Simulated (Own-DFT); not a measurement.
# One host, several defects: zincblende GaAs

The numbers are computed, not measured, by runs of the plane-wave DFT program Own-DFT (in-house, retired, unreviewed) at fixed positions, with no spin and no spin-orbit coupling.

All runs used: PBE; PseudoDojo norm-conserving scalar-relativistic files; cutoff 42 hartree; 3 x 3 x 3 k mesh centred on Gamma; Fermi-Dirac smearing of 0.1 eV.

Keep in mind (not all hold for every row): not probed for a lower state with spin; forces on such cells failed a check on a denser k mesh; forces not confirmed at this smearing and k mesh; forces on such cells passed a denser k mesh, each cell not checked; stress not checked against mesh or cutoff.

All runs share one cell, with vectors in Å (11.307, 0.000, 0.000); (0.000, 11.307, 0.000); (0.000, 0.000, 11.307) and a volume of 1445.4 Å³. Atoms were moved at random from their sites; u is the rms move along one axis. The defect's site can differ from row to row.

| cell | formula | u (Å) | P (GPa) |
|---|---|---|---|
| no defect | As32Ga32 | 0.0199 | 3.52 |
| no defect | As32Ga32 | 0.0475 | 3.86 |
| no defect | As32Ga32 | 0.0480 | 3.92 |
| two As vacancies | As30Ga32 | 0.0304 | 3.20 |
| two As vacancies | As30Ga32 | 0.0491 | 3.37 |
| two As vacancies | As30Ga32 | 0.0496 | 3.67 |
| two As on a Ga site each | As34Ga30 | 0.0270 | 4.75 |
| two As on a Ga site each | As34Ga30 | 0.0294 | 4.80 |
| two As on a Ga site each | As34Ga30 | 0.0306 | 4.81 |
| one In on a Ga site | As32Ga31In | 0.0278 | 4.24 |
| one In on a Ga site | As32Ga31In | 0.0308 | 4.29 |
| one In on a Ga site | As32Ga31In | 0.0514 | 4.70 |
| two Ga vacancies | As32Ga30 | 0.0289 | ? |
| two Ga vacancies | As32Ga30 | 0.0300 | 2.93 |
| two Ga vacancies | As32Ga30 | 0.0315 | 2.96 |
| two Ga vacancies | As32Ga30 | 0.0338 | 3.03 |

## Working it out

P = P0 + c u² + a shift for each defect gives P0 = 3.40 GPa, c = 219 ± 29 GPa/Å² and a scatter of 0.07 GPa. The shifts, and each times the cell's volume:

- two As on a Ga site each: 1.20 ± 0.06 GPa, 10.8 eV (5.4 eV for each of its 2 sites)
- one In on a Ga site: 0.69 ± 0.06 GPa, 6.2 eV
- two As vacancies: -0.41 ± 0.06 GPa, -3.7 eV (-1.9 eV for each of its 2 sites)
- two Ga vacancies: -0.65 ± 0.06 GPa, -5.9 eV (-2.9 eV for each of its 2 sites)

Against the defect-free cell, a freed cell would be larger where the shift is positive and smaller where it is negative (160.2 GPa Å³ is 1 eV). The atoms around the defects weren't relaxed, which would change these numbers.

## Test on the hidden row

The question: what pressure belongs in the blank (two Ga vacancies, u = 0.0289 Å)?

The fitted form gives 2.94 ± 0.08 GPa. The calculation gave 2.87 GPa.
